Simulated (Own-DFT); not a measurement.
# Computed records: GaP (zincblende, strongly disordered by large displacements), InAs (zincblende, strongly disordered by large displacements)

A calculation, not a measurement: plane-wave PBE density functional theory by an unreviewed code, no spin, of a simulated periodic cell, stress positive in tension, free energy of the whole cell less one offset for each atom, forces on such cells passed a denser k mesh, this cell's mesh not checked; broken bonds can close the gap or carry spin, so checks made on this kind of crystal may not hold here; offsets are fitted by least squares, one for each functional and potential file, so energies compare only between cells with the same atoms and settings and are not formation energies; the far tail of each file's local potential was reset to the Coulomb form; each entry is a single point on an unrelaxed cell, so the pressure reflects the starting lattice, mostly measured values (interpolated for alloys), from which strain is counted, and rises with the displacements; printed positions are rounded, which can move forces by about a meV/angstrom; the program, named Own-DFT, is a retired in-house code; no spin-orbit coupling. Program: Own-DFT development build.

Settings shared by all entries: functional PBE; potential files PseudoDojo norm-conserving, scalar-relativistic, standard set; wave cutoff 42 hartree; occupations Fermi-Dirac; smearing width 0.1 eV; k mesh 3 x 3 x 3 centred on Gamma.

(1) 
```xyz
64
Lattice="10.9010 0.0000 0.0000 0.0000 10.9010 0.0000 0.0000 0.0000 10.9010" Properties=species:S:1:pos:R:3:force_x:R:1:force_y:R:1:force_z:R:1 formula=GaP hardware=one_NVIDIA_H100 free_energy_of_cell_above_offsets=5.216 pressure=11.47 stress_xx=-10.51 stress_yy=-13.89 stress_zz=-10.03 stress_yz=-0.67 stress_xz=4.26 stress_xy=-2.6 wall_time=557.6
Ga    10.7221    10.6609     0.4049      6.829      8.335     -5.939
Ga    10.6690     2.3560     2.5962      5.735      2.019     -3.099
Ga     2.4616     0.2079     2.6408      4.912     -1.064      0.769
Ga     2.9992     2.8089     0.1065     -0.141      0.577      -0.74
P      1.5301     1.3380     1.1901     -3.261      1.475     -1.637
P      1.3817     3.9801     3.9875     -0.903      1.308     -0.263
P      4.3471     1.4249     4.0487     -6.989     -6.271      5.086
P      4.1181     4.4534     1.5739      5.483     -6.317     -5.263
Ga    10.6581     0.3195     5.5089     -1.462     -2.965     -0.108
Ga     0.0661     2.3958     8.0137      0.023      0.711      0.709
Ga     2.8539    10.7927     7.8993     -1.318      0.382     -0.323
Ga     2.6002     2.6677     5.3698      7.096      5.975     -3.558
P      1.3967     1.4565     6.1660     -3.451     -5.023      7.752
P      1.4018     3.9004     9.5986     -1.386      0.318     -0.178
P      3.9530     1.4513     9.1591      1.337       0.41      2.131
P      4.0427     4.2338     6.8594     -2.257       -1.5      2.532
Ga    10.5704     5.4464    10.7371      4.644     -2.931      2.655
Ga    10.7391     8.3579     2.9487      2.178     -0.806     -1.086
Ga     2.9412     5.4856     2.6947     -5.748      3.455      4.213
Ga     3.0353     8.6204    10.5375     -2.865     -0.576       0.82
P      1.5667     6.8807     1.5747     -1.792      1.182     -1.224
P      1.1222    10.1250     3.9431     -1.706     -3.755      2.346
P      4.2039     6.9998     3.8984     -4.159     -4.861      5.312
P      4.0256     9.7052     1.0483      2.195       2.22       4.86
Ga    10.5411     5.1373     5.5422      4.891      3.873     -3.703
Ga     0.3627     7.9821     8.3388     -2.874      6.748      4.991
Ga     2.5245     5.5543     8.4795     -0.326     -1.356     -1.862
Ga     2.6448     8.0441     5.4895     -0.339      0.657     -0.505
P      0.9142     6.7267     7.0468      4.173     -6.099     -7.759
P      1.3832     9.6093     9.4945     -0.551      1.625     -0.776
P      3.7920     6.8908     9.6995      2.845     -2.616     -1.802
P      4.2300     9.6385     6.4585     -2.423     -3.224      2.659
Ga     5.6133     0.1453    10.8008     -2.178      1.675      1.086
Ga     5.3729     2.5982     2.9902      5.123      6.225     -5.859
Ga     8.4630    10.7997     2.8097     -1.371      0.015     -0.574
Ga     8.3638     2.7808    10.8404      0.943     -0.644      4.521
P      6.8442     1.2243     1.5247        0.8      1.499     -0.247
P      6.6026     4.0985     4.3687      3.332     -1.615     -3.568
P      9.5230     1.6647     4.0591     -1.668     -4.708      0.607
P      9.9360     3.9696     1.3495     -3.442      1.175      -0.27
Ga     5.7192    10.7799     5.5213     -1.417      4.661      1.227
Ga     5.6201     2.7944     8.2291     -1.614      0.655       0.08
Ga     8.3865    10.6765     8.0599     -7.131      6.247      5.134
Ga     8.2122     2.5141     5.3712     -5.722     -0.484     -0.421
P      6.6469     1.5899     6.6926      1.861     -2.281      0.264
P      6.9247     3.8470     9.8243     -2.832      3.489     -3.058
P      9.2685     1.2832     9.6810      3.118     -2.439     -2.377
P      9.2070     3.9398     6.3762      0.325     -0.378      6.053
Ga     5.5067     5.5572    10.7720     -1.861     -1.721     -0.778
Ga     5.3147     8.2269     2.8797        3.9      4.803     -5.276
Ga     8.1168     5.3563     2.5859     -3.242     -4.613     -2.417
Ga     8.2524     8.1247    10.8941     -2.104     -0.435      -1.76
P      6.6675     6.8394     1.0789      1.979      1.354       3.13
P      6.7323     9.6893     4.1720      3.698     -3.387     -3.589
P      9.0809     6.8732     3.4330      3.041      4.221      5.401
P      9.6185     9.3595     1.1259     -5.236      -5.33      6.285
Ga     5.1977     5.2150     5.4144      0.071      4.151     -0.102
Ga     5.3992     7.8471     8.1832     -0.259      1.838      0.317
Ga     8.0696     5.0987     7.9334      0.006      0.486      1.996
Ga     8.0168     8.0279     5.3942      0.949      0.814     -0.886
P      6.9579     6.7680     6.9044     -1.622     -0.894     -0.183
P      6.6071     9.5799     9.6602       2.65     -2.735     -2.945
P      9.7979     6.8973     9.6001     -4.135      1.801     -2.432
P      9.5068     9.4499     7.1712      5.649     -5.353      -6.37
```

Units: free_energy_of_cell_above_offsets in eV; pressure, stress_xx, stress_yy, stress_zz, stress_yz, stress_xz, stress_xy in GPa; wall_time in s; force_x, force_y, force_z in eV/Å.

(2) 
```xyz
64
Lattice="12.1166 0.0000 0.0000 0.0000 12.1166 0.0000 0.0000 0.0000 12.1166" Properties=species:S:1:pos:R:3:force_x:R:1:force_y:R:1:force_z:R:1 formula=InAs hardware=one_NVIDIA_H200 free_energy_of_cell_above_offsets=32.405 pressure=15.59 stress_xx=-14.36 stress_yy=-14.76 stress_zz=-17.63 stress_yz=4.3 stress_xz=0.39 stress_xy=0.79 wall_time=1208
In     0.2037    12.0398     0.0918      -4.86     -0.763      -2.07
In    11.8450     3.2173     2.9504      4.647      2.019      2.062
In     3.2256    11.4407     2.7715     -0.427      1.504     -0.511
In     3.1226     3.0176    11.9826     -1.319      1.349      2.519
As     0.6247     1.7224     1.2328      3.699      5.229      1.593
As     1.7711     5.0662     4.4102     -4.799     -5.192       5.32
As     4.0922     0.8583     4.6831     -0.626      2.112     -1.315
As     4.7878     4.4468     1.8148     -5.217        3.6     -3.641
In    11.4799     0.4359     6.2170      0.991     -0.756      1.897
In    11.9364     2.9990     8.9895     -1.463      4.377      2.772
In     2.7738     0.3750     8.9632     -2.439      0.445       1.59
In     3.1454     3.1177     6.1975     -1.534     -1.566     -1.429
As     0.9939     1.7720     7.6112      4.978     -3.065     -3.559
As     1.9301     4.4986    10.2371      -3.47     -4.399      3.095
As     4.3641     1.5555    10.5171      1.075     -1.309     -0.228
As     4.3576     5.0212     7.0424      0.491      0.512      1.789
In    12.0626     6.4848     0.2327      0.349     -2.118      0.942
In     0.1220     9.0928     3.0332      -4.04     -4.103     -2.189
In     2.9696     6.1535     2.9740      5.895     -2.196     -3.737
In     3.2663     8.7178    11.9123     -0.449      1.273      0.964
As     1.8332     7.4562     1.6534     -3.249      4.465     -4.291
As     1.6846    10.1499     4.1398      3.583      2.424      5.268
As     3.9503     7.1014     4.8442      1.851      2.566      2.922
As     5.0768    10.3905     1.5087      -1.98      0.746     -3.361
In    12.0374     6.5030     6.1815      3.077     -2.813      3.949
In    11.6623     9.7637     9.1623      4.245      0.635      2.064
In     2.6873     6.2206     9.1212      1.601      2.902     -3.395
In     2.9138     9.4326     6.6633      1.159       2.72     -3.338
As     1.8623     7.6120     7.2664     -3.173     -3.136      1.981
As     1.8394    11.0820    11.1693      5.366     -3.684     -4.562
As     4.5107     6.9555    10.5973      1.529      2.219     -0.636
As     4.0751    11.3161     7.3902      1.341     -1.536      0.887
In     5.9503    11.8245    11.5561      0.286      0.736      1.063
In     6.0580     3.0842     2.9609      0.575     -5.621      2.095
In     9.0712    11.8195     3.0809      3.419      4.542     -4.726
In     9.0166     2.7290     0.0087     -2.566      2.926      2.141
As     7.3103     1.7620     1.2488     -1.142      -3.76      1.066
As     7.4076     4.2813     4.3907     -0.595      6.515     -0.973
As    11.4417     1.5327     4.2817     -2.711     -3.016      -0.38
As    10.7140     4.5773     1.7163     -4.865      5.422     -4.397
In     5.8201     0.4357     6.3582      3.824      1.071     -0.225
In     6.2361     2.5667     9.2161      0.423      1.754     -0.521
In     8.7614    11.6226     8.6765     -2.173      6.562     -2.321
In     8.5509     2.8830     5.6243       3.98     -3.267      2.289
As     8.4356     2.0375     7.9526      0.301     -0.707      1.363
As     7.6370     4.7542    11.0881      4.699     -2.805     -4.012
As    10.7948     2.3253    10.9443      4.168     -3.067       -1.2
As    10.6609     4.4382     7.3405     -0.899      1.178     -0.413
In     6.0162     5.7569     0.0446     -3.095      2.326      3.328
In     6.5174     9.2538     2.9085     -1.442     -0.194      4.098
In     8.9186     6.5976     3.0054       1.52     -6.902      2.654
In     9.2453     8.5350    12.0619      4.755      2.091     -6.098
As     8.1024     8.1213     1.7235     -4.154      0.746     -0.773
As     8.0548    10.5426     4.5371     -6.426      2.017      1.073
As    10.6909     7.0141     4.5354     -2.003      3.785     -3.116
As    11.0856    10.7605     1.5861     -3.856     -1.905      1.034
In     6.1850     6.4476     5.9146     -1.884     -3.089     -4.831
In     6.3200     9.0796     9.4429     -5.602     -5.009      -2.94
In     9.4342     5.9077     9.3076     -0.196      0.256     -0.426
In     9.0839     9.1325     5.8206      3.257     -5.553      4.364
As     7.2618     7.4718     7.5194      4.478      3.359      4.402
As     7.8264    10.4486    10.2154      1.321      0.099      8.196
As    11.6974     7.8865    10.3537     -1.371     -3.962       1.17
As    10.5615    10.9029     7.6638      1.142     -0.985     -6.334
```

Units: free_energy_of_cell_above_offsets in eV; pressure, stress_xx, stress_yy, stress_zz, stress_yz, stress_xz, stress_xy in GPa; wall_time in s; force_x, force_y, force_z in eV/Å.

(3) 
```xyz
64
Lattice="12.1166 0.0000 0.0000 0.0000 12.1166 0.0000 0.0000 0.0000 12.1166" Properties=species:S:1:pos:R:3:force_x:R:1:force_y:R:1:force_z:R:1 formula=InAs hardware=one_NVIDIA_H200 free_energy_of_cell_above_offsets=35.001 pressure=15.66 stress_xx=-15.03 stress_yy=-14.39 stress_zz=-17.56 stress_yz=2.49 stress_xz=1.23 stress_xy=-0.65 wall_time=1333
In    11.8797    11.1115    11.9067     -0.088      2.283     -0.004
In    11.9155     3.1581     3.4952      2.666      0.899     -0.922
In     3.0782    11.8564     3.0383     -0.662      0.379     -0.543
In     3.0650     2.9697    12.0301     -0.614     -0.555     -0.118
As     1.2934     1.6473     1.6477      0.479     -0.912     -0.375
As     1.9240     4.6881     4.7337     -7.266     -6.816      6.622
As     4.4233     1.5495     4.6636      1.561     -1.478     -9.013
As     4.3748     4.8813     1.0765     -4.346     -6.778      8.398
In     0.0065    12.1105     6.2271      0.391     -1.494      2.871
In     0.2523     2.9214     8.8522     -0.872      3.902      4.386
In     2.9125     0.0363     9.1422      4.535      0.465      0.707
In     3.3723     2.6931     6.1153     -4.607      5.233      5.606
As     1.3543     1.2741     7.9277      2.807     -1.974     -4.549
As     0.9272     4.9281    10.5139       1.35     -0.907     -1.327
As     5.3322     1.2483    10.5202      -5.21     -6.576      7.803
As     4.4713     5.0046     7.3404     -1.173     -4.711       1.13
In     0.3585     5.6730     0.7048      2.855      2.322     -2.124
In     0.0794     9.0351     3.4508     -0.467     -2.685     -6.184
In     3.0236     5.8715     3.4577      0.577      3.537     -9.229
In     3.0133     9.2947    12.0320     -8.066     -2.637     -4.436
As     1.4395     7.7043     1.7215       1.51      0.044     -0.057
As     0.9317    10.2713     4.9697      3.111      4.021      3.524
As     4.7965     6.9141     4.1939      4.493      3.548      2.944
As     4.5263     9.6627     1.2618       5.76       5.38      4.243
In    12.1031     6.4924     6.0864      -0.81      -1.03     -0.944
In     0.3299     9.2002     9.4489     -6.816     -6.848     -5.291
In     2.7152     5.9439     8.6165      3.223      -6.52      7.684
In     3.0350     9.6576     5.9702      1.753     -1.768      0.779
As     1.7799     7.4536     7.5756     -4.843      9.842     -4.872
As     1.7469    10.4502    10.3223      4.893      5.203      4.211
As     4.3738     7.7466    10.6983     -1.286      2.945     -5.154
As     4.8599    11.1170     7.3115      -5.51     -7.091      7.271
In     6.3500    11.3881    12.0237     -7.896     -0.086      4.076
In     6.4959     2.9908     2.6805     -1.058      1.012      0.635
In     9.2442     0.3221     2.9998     -0.477     -1.303     -0.871
In     9.2003     3.2363     0.0004      -0.23     -0.686     -1.032
As     7.1432     1.0699     1.1180      2.837      3.639       2.43
As     7.7313     4.6959     4.5550      0.295     -2.009      0.525
As    10.9102     1.3463     4.8143     -1.742     -0.323     -3.385
As    10.7591     4.7107     1.7936     -1.441     -4.676     -0.082
In     5.7387     0.3098     5.9885      9.126      3.905     -4.307
In     5.7758     2.6203     9.0511     -4.476      11.35       -1.6
In     8.9649    11.7856     9.2980      0.159      8.529      3.076
In     9.7790     3.0110     6.0310     -5.894     -0.671     -2.072
As     7.2864     1.9150     7.8216      8.265     -4.101     -7.225
As     7.1749     4.6798    10.6132      0.256      -1.41        0.7
As    10.7304     1.5348    10.1000     -1.602      -1.08      2.663
As    10.9281     4.1870     7.5089      0.362       6.27      1.884
In     5.3110     6.0678    11.7955      7.527      2.478     -4.066
In     5.8231     8.7924     2.9139      4.088     -1.061      2.741
In     9.1745     5.9415     2.8881     -0.608      0.783      3.053
In     8.7352     9.4056    11.9738      5.413     -8.681      7.224
As     7.6997     7.0803     1.5409     -3.267      3.277     -3.298
As     7.6869    10.6499     4.3131     -1.134     -0.275      0.667
As    10.3860     7.7828     4.1665     -2.188     -1.743      3.383
As    10.5896    10.0599     1.6717     -1.058      1.404       0.35
In     6.2032     6.0759     6.2786     -1.693      -2.67      -6.74
In     5.5293     8.9020     8.4050     -0.193     -0.361      1.555
In     8.7385     5.6188     8.9374      2.242      0.077      0.278
In     9.0061     9.1016     6.2779      -0.24      0.126     -0.924
As     7.3798     7.2937     7.5941      4.661      5.354      3.559
As     7.8106    10.6916    10.6589     -4.711     -1.542      -6.36
As    10.6364     7.9470    10.6966     -0.342     -1.147     -0.021
As     9.8777    11.2445     7.5503      5.692     -3.605     -9.851
```

Units: free_energy_of_cell_above_offsets in eV; pressure, stress_xx, stress_yy, stress_zz, stress_yz, stress_xz, stress_xy in GPa; wall_time in s; force_x, force_y, force_z in eV/Å.

(4) 
```xyz
64
Lattice="10.9010 0.0000 0.0000 0.0000 10.9010 0.0000 0.0000 0.0000 10.9010" Properties=species:S:1:pos:R:3:force_x:R:1:force_y:R:1:force_z:R:1 formula=GaP hardware=one_NVIDIA_H100 free_energy_of_cell_above_offsets=-5.723 pressure=9.52 stress_xx=-9.84 stress_yy=-9 stress_zz=-9.7 stress_yz=-0.53 stress_xz=0.68 stress_xy=-0.8 wall_time=532.1
Ga    10.8357     0.0076     0.1609     -0.725       0.98      -2.82
Ga    10.8938     2.7989     2.6885      0.688     -0.838     -2.118
Ga     2.8754    10.7725     2.7124     -1.485      2.965      0.044
Ga     2.9200     2.8518    10.6724      1.427     -3.393      2.808
P      1.3278     1.3575     1.0586      1.815      1.974      2.688
P      1.4816     4.0467     4.0768     -1.714     -1.278      0.505
P      4.2985     1.4420     3.7587     -4.245     -2.759       4.56
P      4.1215     3.8978     1.3551      0.054      0.077      0.964
Ga     0.3027    10.7028     5.4461     -2.209     -1.292     -4.244
Ga    10.8865     3.0845     7.8343      3.809     -4.937      2.881
Ga     2.6734    10.8734     8.3030      2.031      3.085      -3.03
Ga     2.8914     3.0807     5.4703     -1.446     -5.173     -2.572
P      1.3074     1.0681     6.6177      3.298      5.973      3.893
P      1.5237     3.8307     9.5959     -4.407      4.233      -3.17
P      4.1764     1.3343     9.5508     -2.208      2.875     -3.974
P      4.0189     4.0076     6.8618      2.287      3.408      2.066
Ga    10.8002     5.4863     0.3483      0.662      0.251     -2.508
Ga     0.0503     8.1765     2.6222     -1.051      0.635      3.045
Ga     2.6666     5.0809     2.6983      1.677       3.81     -2.278
Ga     2.7324     8.3966    10.8574      0.417      -1.03      0.007
P      1.1755     7.0008     1.2929      3.596     -2.035     -0.651
P      1.5193     9.5008     3.9241      -0.62     -1.618      1.229
P      4.2128     7.1052     4.1370      -0.78     -5.316     -2.165
P      4.1191     9.8280     1.2735      1.965     -3.018     -1.108
Ga    10.6884     4.9803     5.1184     -1.289      2.437      1.764
Ga    10.8867     8.3196     8.1816      0.042     -0.318      1.106
Ga     2.5602     5.4802     8.0824      2.402     -3.714       2.89
Ga     3.0155     7.6106     5.6790     -3.009      2.697      2.508
P      1.4606     6.8691     7.1186     -3.452       1.77     -3.454
P      1.4490     9.7896     9.5134      -3.91     -3.066      2.663
P      4.0619     6.7782     9.3757     -1.536     -0.918      3.009
P      3.7983     9.5992     6.7133     -1.941      -2.87      3.203
Ga     5.4066     0.1224    10.5922      2.577      -1.38      4.077
Ga     5.6809     2.6047     2.8620      0.785       0.11     -3.881
Ga     8.2191    10.4654     2.7366      -1.21      3.195      0.597
Ga     8.0788     2.8252    10.7919       -0.6     -1.167      0.325
P      6.7641     1.4818     1.2436      1.091     -1.663      0.129
P      6.5523     4.1854     3.8912      2.112      1.751      2.956
P      9.6876     1.6617     4.1512     -0.888      -2.22      0.596
P      9.4333     4.0652     1.2076     -0.143     -0.435       2.69
Ga     5.1949    10.6777     5.7371      3.796      4.449     -2.813
Ga     5.5606     2.8922     8.1310     -0.698      -1.83     -0.098
Ga     8.3151    10.8020     8.0491     -1.376      1.164      -1.17
Ga     8.0586     2.8657     5.2902     -0.326     -0.526      0.408
P      6.8054     1.4745     6.8034      -0.19     -1.414     -0.723
P      6.7152     4.1257     9.5511      0.567      1.165      0.129
P      9.1189     1.3671     9.4237      3.589      0.722      1.032
P      9.3706     4.1434     7.0190     -0.827     -0.353      -6.29
Ga     5.2399     5.2934     0.0032      1.247      2.251      0.192
Ga     5.4603     8.3409     3.0692      1.303      0.414      -5.03
Ga     8.1511     5.3972     2.8774      0.688     -0.555     -1.179
Ga     8.0418     8.4414    10.6104      2.569      -3.96      4.642
P      6.9789     6.6900     1.5325     -2.578       2.39     -1.984
P      6.6988     9.5961     4.2567      2.383      0.752      1.638
P      9.3154     6.7960     4.2178      3.198     -1.287      -1.62
P      9.6852     9.5398     1.4110     -1.748     -1.436     -1.259
Ga     5.5706     5.6345     5.4328     -2.051     -2.221     -2.212
Ga     5.3137     8.2841     8.5058      0.871      1.798     -1.771
Ga     8.4237     5.2843     8.3860     -4.092      3.014      2.099
Ga     8.2852     8.0999     5.5574     -2.771      1.297      1.825
P      6.2428     6.7851     6.9911      4.681      1.806      2.258
P      6.9407     9.7529     9.5454     -3.112      1.229     -3.008
P      9.3540     6.7764     9.7145      2.015      1.445      -0.52
P      9.6830     9.6736     6.6811     -1.006     -2.101      0.225
```

Units: free_energy_of_cell_above_offsets in eV; pressure, stress_xx, stress_yy, stress_zz, stress_yz, stress_xz, stress_xy in GPa; wall_time in s; force_x, force_y, force_z in eV/Å.
